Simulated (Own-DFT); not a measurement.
Hf$_{36}$O$_{71}$ (tetragonal hafnia with one neutral oxygen vacancy, atoms displaced) (calculated)

A calculation, not a measurement: plane-wave PBE and HSE06 DFT by an unreviewed code, no spin, of a simulated cell at Gamma alone, so results move with cell size and shape, stress positive in tension, energies less offsets, not probed for a lower state with spin; hafnium file: forces about 75 meV/angstrom off all-electron values; oxygen file: force components 24 meV/angstrom off all-electron in a glass; k mesh not checked against a denser one; forces and stress are PBE's, HSE06 gives the energy alone, and its difference from PBE has offsets of its own; offsets are fitted by least squares, one for each functional and potential file, so energies compare only between cells with the same atoms and settings and are not formation energies; the far tail of each file's local potential was reset to the Coulomb form; each entry is a single point on an unrelaxed cell, so the pressure reflects the starting lattice, taken from the Materials Project, from which strain is counted, and rises with the displacements; printed positions are rounded, which can move forces by about a meV/angstrom; the program is a retired in-house code; no spin-orbit coupling. Program: Own-DFT development build.

Settings shared by all entries: first functional PBE; second functional HSE06; exact exchange share 0.25; screening 0.11 1/bohr; exchange divergence Gygi-Baldereschi; potential files PseudoDojo norm-conserving, scalar-relativistic, made for PBE, standard set; wave cutoff 48 hartree; k mesh 1 x 1 x 1 centred on Gamma.

(1) Hf$_{36}$O$_{71}$ (tetragonal hafnia with one neutral oxygen vacancy, atoms displaced)

```
Hf36O71
1.0
     10.7800     0.0000     0.0000
      0.0000    10.7800     0.0000
      0.0000     0.0000    10.4493
Hf O Hf O Hf O Hf O Hf O Hf O Hf O Hf O Hf O Hf O Hf O Hf O Hf O Hf O Hf O Hf O Hf O Hf O
2 4 2 4 2 3 2 4 2 4 2 4 2 4 2 4 2 4 2 4 2 4 2 4 2 4 2 4 2 4 2 4 2 4 2 4
Direct
  0.00368 0.00465 0.99772
  0.16634 0.17136 0.24947
  0.99672 0.16810 0.15114
  0.16071 0.00019 0.34737
  0.99824 0.16283 0.39956
  0.16595 0.00285 0.09378
  0.00391 0.99853 0.50114
  0.16706 0.16619 0.74764
  0.00330 0.16809 0.65564
  0.16421 0.00063 0.85072
  0.99855 0.16269 0.90221
  0.16392 0.00250 0.59635
  0.00336 0.33282 0.00113
  0.16986 0.50327 0.25149
  0.17019 0.33367 0.34947
  0.00331 0.50009 0.39739
  0.16723 0.33225 0.09434
  0.00125 0.33289 0.50163
  0.16858 0.49972 0.74822
  0.00309 0.49751 0.65182
  0.16410 0.33519 0.85353
  0.00160 0.49889 0.90418
  0.16457 0.33148 0.60069
  0.99573 0.66778 0.99829
  0.16605 0.83429 0.24611
  0.00178 0.83324 0.15324
  0.16870 0.66616 0.34838
  0.00026 0.82931 0.40035
  0.16795 0.66427 0.09717
  0.99654 0.66173 0.49809
  0.16558 0.83178 0.75508
  0.99444 0.82971 0.65092
  0.17029 0.66659 0.84807
  0.99787 0.83034 0.90940
  0.16837 0.66894 0.59756
  0.33094 0.00297 0.00284
  0.49982 0.16661 0.24964
  0.33126 0.16547 0.15081
  0.50333 0.00107 0.34456
  0.33522 0.16898 0.39836
  0.49327 0.00024 0.09839
  0.32561 0.00296 0.49764
  0.50240 0.16883 0.75137
  0.33420 0.16536 0.65678
  0.50160 0.00058 0.85144
  0.32991 0.16666 0.89948
  0.49721 0.00186 0.59811
  0.33345 0.33699 0.99701
  0.49934 0.50237 0.25039
  0.33873 0.50004 0.15030
  0.50233 0.32907 0.34538
  0.33457 0.49762 0.40531
  0.50012 0.33204 0.09536
  0.33440 0.33559 0.50010
  0.50725 0.50001 0.75001
  0.33222 0.49887 0.65006
  0.49747 0.33204 0.84940
  0.33674 0.49852 0.89835
  0.50441 0.33612 0.60056
  0.33244 0.66411 0.00499
  0.49735 0.83269 0.25123
  0.33877 0.83190 0.15419
  0.49771 0.66594 0.34879
  0.33861 0.83353 0.40297
  0.49420 0.66890 0.09614
  0.33321 0.66737 0.50003
  0.49912 0.83101 0.74688
  0.33682 0.83392 0.64860
  0.49893 0.66563 0.84653
  0.33153 0.83505 0.89863
  0.50100 0.66780 0.59763
  0.66372 0.99786 0.00057
  0.83317 0.16576 0.24357
  0.66414 0.17004 0.15452
  0.83141 0.99958 0.34843
  0.66545 0.16917 0.40280
  0.83742 0.99927 0.09379
  0.66476 0.99882 0.49599
  0.83340 0.16071 0.75406
  0.67064 0.16694 0.65151
  0.83129 0.99878 0.84522
  0.66471 0.16410 0.90218
  0.83532 0.00156 0.59648
  0.66779 0.33047 0.99832
  0.83188 0.49514 0.25347
  0.66479 0.50336 0.14922
  0.83058 0.33429 0.34384
  0.66283 0.49889 0.40185
  0.83055 0.33647 0.09622
  0.66810 0.33263 0.49391
  0.83206 0.49924 0.74505
  0.66771 0.50147 0.64827
  0.83093 0.34101 0.84852
  0.66835 0.50463 0.90511
  0.82904 0.33008 0.59771
  0.66278 0.67206 0.99943
  0.83572 0.83119 0.25466
  0.66973 0.83395 0.15573
  0.83578 0.66829 0.34235
  0.66596 0.83331 0.40089
  0.83404 0.66542 0.09714
  0.67293 0.66824 0.49965
  0.83233 0.83140 0.75647
  0.66408 0.83009 0.65020
  0.83607 0.66749 0.85066
  0.66854 0.83266 0.90499
  0.83138 0.66522 0.59717
```

Here we set occupations fixed.

Results for Hf$_{36}$O$_{71}$ (tetragonal hafnia with one neutral oxygen vacancy, atoms displaced): PBE energy of cell above offsets -100.964 eV; HSE06 less PBE above offsets -0.152 eV; PBE pressure 0.87 GPa; PBE stress xx -0.48 GPa; PBE stress yy -0.78 GPa; PBE stress zz -1.34 GPa; PBE stress yz 0.57 GPa; PBE stress xz -0.18 GPa; PBE stress xy -0.01 GPa.

Force:
```csv
element,x (eV/Å),y (eV/Å),z (eV/Å)
Hf,-0.52,-1.057,0.485
Hf,-0.03,-0.283,-0.06
O,0.887,0.109,-0.253
O,0.655,-0.037,-0.207
O,0.146,1.078,0.506
O,-0.004,-0.311,1.03
Hf,-1.691,-0.261,-0.59
Hf,0.556,0.497,1.067
O,-0.892,0.038,-0.419
O,-0.245,-0.32,-0.716
O,-0.299,1.122,-0.284
O,0.575,-0.162,0.618
Hf,-0.582,0.506,-0.447
Hf,-0.693,-0.244,-0.518
O,-0.267,0.209,-0.124
O,-0.303,-0.509,0.203
O,0.054,0.312,0.998
Hf,-0.472,-0.676,-0.012
Hf,0.333,0.01,0.697
O,-0.705,0.178,-0.455
O,0.029,-0.371,-0.877
O,0.016,0.378,0.524
O,0.527,-0.002,-0.396
Hf,0.062,-1.019,0.688
Hf,-0.093,-0.335,0.462
O,0.109,-0.064,0.115
O,0.21,0.275,-0.29
O,0.08,0.232,0.428
O,-0.577,-0.287,0.5
Hf,1.009,1.077,0.365
Hf,0.625,-0.256,-0.528
O,0.754,0.131,0.725
O,-0.275,-0.127,-0.206
O,0.226,1.207,-1.159
O,-0.747,-0.092,-0.135
Hf,0.557,0.002,-1.276
Hf,-0.44,-0.019,-0.211
O,-0.099,0.064,0.243
O,0.017,-0.18,0.294
O,-0.422,-0.409,0.52
O,1.353,-0.03,0.022
Hf,1.688,-0.377,0.308
Hf,0.148,-0.862,-0.376
O,-0.214,0.177,-0.824
O,0.24,-0.25,-0.423
O,0.08,0.142,0.514
O,0.158,0.042,-0.587
Hf,0.495,-0.749,-0.176
Hf,1.041,-0.646,-0.013
O,-1.107,-0.034,0.12
O,-0.295,1.126,0.224
O,0.029,0.335,-0.553
O,-0.079,-0.067,-0.027
Hf,0.45,-0.298,0.595
Hf,-0.975,-0.119,-0.099
O,0.445,-0.113,0.201
O,0.449,0.414,-0.215
O,-0.287,0.514,0.385
O,-0.545,-0.204,-0.452
Hf,-0.147,0.378,-1.681
Hf,0.91,0.172,0.371
O,-1.849,0.105,-0.38
O,0.007,0.03,-0.315
O,-0.412,0.563,-0.169
O,1.273,0.106,0.426
Hf,0.497,0.176,0.399
Hf,-0.533,0.618,0.135
O,-1.248,0.039,0.387
O,0.301,0.347,0.104
O,-0.143,-0.243,0.702
O,0.144,-0.264,-0.17
Hf,-0.255,0.105,0.439
Hf,-0.256,-0.505,0.952
O,0.599,-0.403,-0.644
O,-0.092,0.128,-0.466
O,0.125,-0.796,-0.269
O,-0.812,0.415,0.083
Hf,0.113,0.637,0.715
Hf,-0.149,1.196,-1.107
O,-0.552,-0.227,0.502
O,-0.013,-0.429,0.513
O,0.475,0.22,0.089
O,-0.213,0.043,-0.005
Hf,-0.439,1.004,0.108
Hf,0.068,0.792,-1.864
O,-0.06,-0.018,0.834
O,0.235,-0.668,0.544
O,0.444,0.672,-0.18
O,0.686,0.048,0.285
Hf,-0.513,-0.303,0.848
Hf,0.103,-0.082,0.919
O,0.314,0.171,0.329
O,-0.045,-1.46,-0.304
O,-0.454,-0.482,-0.704
O,1.307,0.599,-0.431
Hf,0.424,-1.385,0.915
Hf,0.1,1.026,-1.039
O,-0.669,0.025,-0.395
O,-0.25,-1.266,1.299
O,0.195,-0.439,0.217
O,-0.055,-0.152,-0.028
Hf,-1.863,-0.03,-0.104
Hf,-0.083,0.241,-1.151
O,0.908,0.154,0.379
O,-0.066,-0.454,-0.563
O,-0.008,0.483,-0.51
O,0.8,-0.294,0.055
```

(2) Hf$_{36}$O$_{71}$ (tetragonal hafnia with one neutral oxygen vacancy, atoms displaced)

```
Hf36O71
1.0
     10.7800     0.0000     0.0000
      0.0000    10.7800     0.0000
      0.0000     0.0000    10.4493
Hf O Hf O Hf O Hf O Hf O Hf O Hf O Hf O Hf O Hf O Hf O Hf O Hf O Hf O Hf O Hf O Hf O Hf O
2 4 2 4 2 4 2 4 2 4 2 4 2 4 2 4 2 4 2 4 2 4 2 4 2 4 2 4 2 4 2 4 2 4 2 3
Direct
  0.01631 0.00929 0.99712
  0.15780 0.16667 0.23546
  0.99363 0.16087 0.15403
  0.16263 0.00149 0.35400
  0.98777 0.17151 0.40706
  0.16311 0.98822 0.09677
  0.00680 0.99929 0.50644
  0.15937 0.16272 0.73459
  0.99602 0.17347 0.65526
  0.17399 0.99565 0.84042
  0.00149 0.17402 0.89967
  0.16519 0.00243 0.59782
  0.01256 0.32904 0.99195
  0.17061 0.49248 0.24310
  0.01294 0.49218 0.13820
  0.17105 0.33002 0.35089
  0.00005 0.50019 0.39973
  0.16483 0.32894 0.08247
  0.99687 0.35338 0.50031
  0.16247 0.50074 0.75239
  0.00011 0.49599 0.65199
  0.17609 0.33342 0.85475
  0.01179 0.49608 0.90176
  0.15554 0.32767 0.60399
  0.00742 0.66917 0.99920
  0.16429 0.84329 0.25402
  0.98872 0.82943 0.14493
  0.18014 0.66237 0.33633
  0.99839 0.84007 0.40884
  0.17866 0.66321 0.09645
  0.99998 0.66416 0.49902
  0.16586 0.83652 0.75464
  0.99761 0.83392 0.65190
  0.16087 0.67645 0.84424
  0.99952 0.82853 0.89686
  0.14883 0.66982 0.58489
  0.31433 0.99780 0.00530
  0.51647 0.17219 0.24363
  0.35036 0.16724 0.15394
  0.49493 0.99740 0.35318
  0.34506 0.15789 0.40493
  0.50037 0.00095 0.10510
  0.33017 0.00348 0.49130
  0.49596 0.16539 0.75613
  0.32536 0.18598 0.65532
  0.50754 0.99505 0.85518
  0.33028 0.17753 0.90338
  0.49032 0.00005 0.60305
  0.33495 0.34147 0.99255
  0.49367 0.49123 0.24154
  0.32287 0.49796 0.14298
  0.50413 0.33940 0.34851
  0.32962 0.50136 0.39784
  0.49071 0.33009 0.09665
  0.33347 0.32481 0.49848
  0.49584 0.50532 0.74431
  0.34596 0.49880 0.66207
  0.48276 0.33095 0.85879
  0.34361 0.49809 0.88911
  0.49743 0.33657 0.60275
  0.33814 0.66860 0.99507
  0.50522 0.83517 0.24681
  0.34553 0.83615 0.14833
  0.50062 0.67570 0.34405
  0.33617 0.81875 0.41261
  0.49486 0.66612 0.08402
  0.32053 0.65811 0.50135
  0.49689 0.83290 0.73556
  0.35847 0.83430 0.65409
  0.50081 0.66172 0.85106
  0.34088 0.84323 0.90970
  0.50167 0.65776 0.60610
  0.66881 0.99905 0.98754
  0.83653 0.17534 0.25480
  0.67222 0.17275 0.14764
  0.84778 0.99464 0.34885
  0.65693 0.17247 0.39741
  0.82922 0.99886 0.09059
  0.66449 0.00227 0.50980
  0.84442 0.15550 0.73998
  0.67362 0.15768 0.64039
  0.83734 0.98605 0.85655
  0.67783 0.15524 0.90045
  0.83223 0.00505 0.59133
  0.66672 0.33431 0.99483
  0.82558 0.50836 0.25731
  0.66432 0.50865 0.15246
  0.82962 0.32399 0.34721
  0.66834 0.49689 0.40097
  0.82270 0.33689 0.09565
  0.65943 0.33004 0.50413
  0.84051 0.50297 0.73468
  0.68100 0.50917 0.65300
  0.82762 0.33399 0.84899
  0.67446 0.50572 0.90128
  0.82378 0.33679 0.60638
  0.67846 0.65499 0.99566
  0.82637 0.82138 0.24634
  0.67246 0.82788 0.15075
  0.83814 0.66531 0.35469
  0.67609 0.82796 0.39810
  0.81441 0.67267 0.10056
  0.65831 0.66257 0.49856
  0.84000 0.83287 0.73867
  0.67153 0.82955 0.65144
  0.82285 0.67247 0.83378
  0.83962 0.67861 0.60416
```

Settings of this run: occupations Fermi-Dirac and smearing width 0.02 eV.

The calculation gives: PBE energy of cell above offsets -85.316 eV; HSE06 less PBE above offsets 0.811 eV; PBE pressure 5.83 GPa; PBE stress xx -8.76 GPa; PBE stress yy -3.31 GPa; PBE stress zz -5.41 GPa; PBE stress yz -0.55 GPa; PBE stress xz -2.24 GPa; PBE stress xy -0.06 GPa.

Force:
```csv
element,x (eV/Å),y (eV/Å),z (eV/Å)
Hf,-7.485,-1.764,-1.091
Hf,2.465,1.261,2.075
O,1.675,0.057,-1.558
O,0.535,0.914,-0.859
O,1.41,0.389,0.42
O,-0.404,0.214,3.047
Hf,-3.489,0.446,-3.091
Hf,2.029,1.942,2.455
O,1.511,-0.69,-1.71
O,-0.799,1.725,1.596
O,0.526,-2.785,-1.119
O,1.662,0.193,1.298
Hf,-3.89,2.84,0.218
Hf,-0.768,1.332,0.251
O,-1.907,0.888,1.577
O,-0.096,-0.771,-0.728
O,-0.064,1.055,-1.076
O,1.497,-1.348,3.353
Hf,-1.045,-4.466,0.313
Hf,1.319,-1.426,1.57
O,1.716,0.227,-1.696
O,-1.356,0.59,-2.241
O,0.026,1.423,-1.206
O,1.136,1.113,-0.78
Hf,0.063,-0.132,0.917
Hf,0.204,-3.25,-0.431
O,2.639,-0.552,0.565
O,-1.224,0.745,0.434
O,1.57,-2.169,-0.534
O,-2.243,0.95,-0.794
Hf,-4.136,2.285,-2.124
Hf,-0.191,-0.793,-1.258
O,3.126,1.125,-0.607
O,0.646,-1.879,-0.229
O,1.379,1.098,0.334
O,4.856,-0.403,2.88
Hf,7.552,1.707,-0.876
Hf,-1.01,-2.056,0.014
O,-4.331,-0.52,0.303
O,0.457,-0.277,0.119
O,-0.637,2.701,-0.031
O,0.619,0.136,-0.908
Hf,2.015,-2.457,0.224
Hf,0.236,-0.585,1.084
O,1.112,-0.809,-0.679
O,-0.139,0.859,-1.694
O,-0.265,-3.541,-0.233
O,0.81,1.149,-0.151
Hf,0.164,-0.789,-0.166
Hf,0.244,2.105,-0.183
O,1.967,-0.669,-0.062
O,-0.812,-0.366,0.516
O,0.452,-1.273,0.702
O,2.309,1.278,1.145
Hf,-0.314,0.082,-0.047
Hf,4.012,0.017,3.119
O,-6.24,0.304,-3.389
O,2.664,-0.232,-1.921
O,-1.538,1.869,0.968
O,0.691,-0.443,-0.371
Hf,1.136,0.234,-0.406
Hf,0.851,1.136,-0.52
O,-3.152,0.46,0.95
O,0.499,-2.806,0.461
O,-1.247,2.539,-0.4
O,1.164,-0.619,1.475
Hf,1.787,0.442,-1.073
Hf,7.432,-0.305,6.416
O,-10.37,-0.821,-3.325
O,-0.22,1.408,-1.327
O,-1.144,-1.545,-1.354
O,-0.457,0.124,-1.455
Hf,-0.33,-2.229,2.204
Hf,-1.442,-4.112,-0.857
O,-0.121,0.224,-0.015
O,-1.084,0.932,-0.829
O,0.306,-1.194,0.503
O,1.626,0.283,-0.021
Hf,-0.654,-0.515,-2.17
Hf,-4.687,0.879,3.282
O,-1.356,0.554,1.061
O,0.433,1.629,-2.174
O,-0.89,3.135,-1.322
O,1.381,-0.209,1.354
Hf,1.069,-0.8,-0.515
Hf,-0.113,-2.282,-1.739
O,-0.6,-0.678,0.466
O,0.21,4.538,1.468
O,0.463,0.281,-0.049
O,2.032,0.255,0.401
Hf,0.844,-0.062,-0.314
Hf,-2.736,-0.735,3.97
O,-2.675,-0.037,-1.284
O,0.558,-0.217,-1.05
O,-0.482,-3.175,-0.602
O,1.621,-0.005,-1.514
Hf,-4.569,3.044,-1.679
Hf,0.096,3.474,0.713
O,-2.195,0.484,-0.359
O,0.235,-0.753,-0.213
O,-0.433,0.571,0.982
O,6.209,-1.398,1.774
Hf,0.583,1.004,0.143
Hf,-2.213,-0.167,2.28
O,-1.135,0.863,-0.774
O,0.621,-0.906,1.783
O,0.232,-1.496,-1.999
```
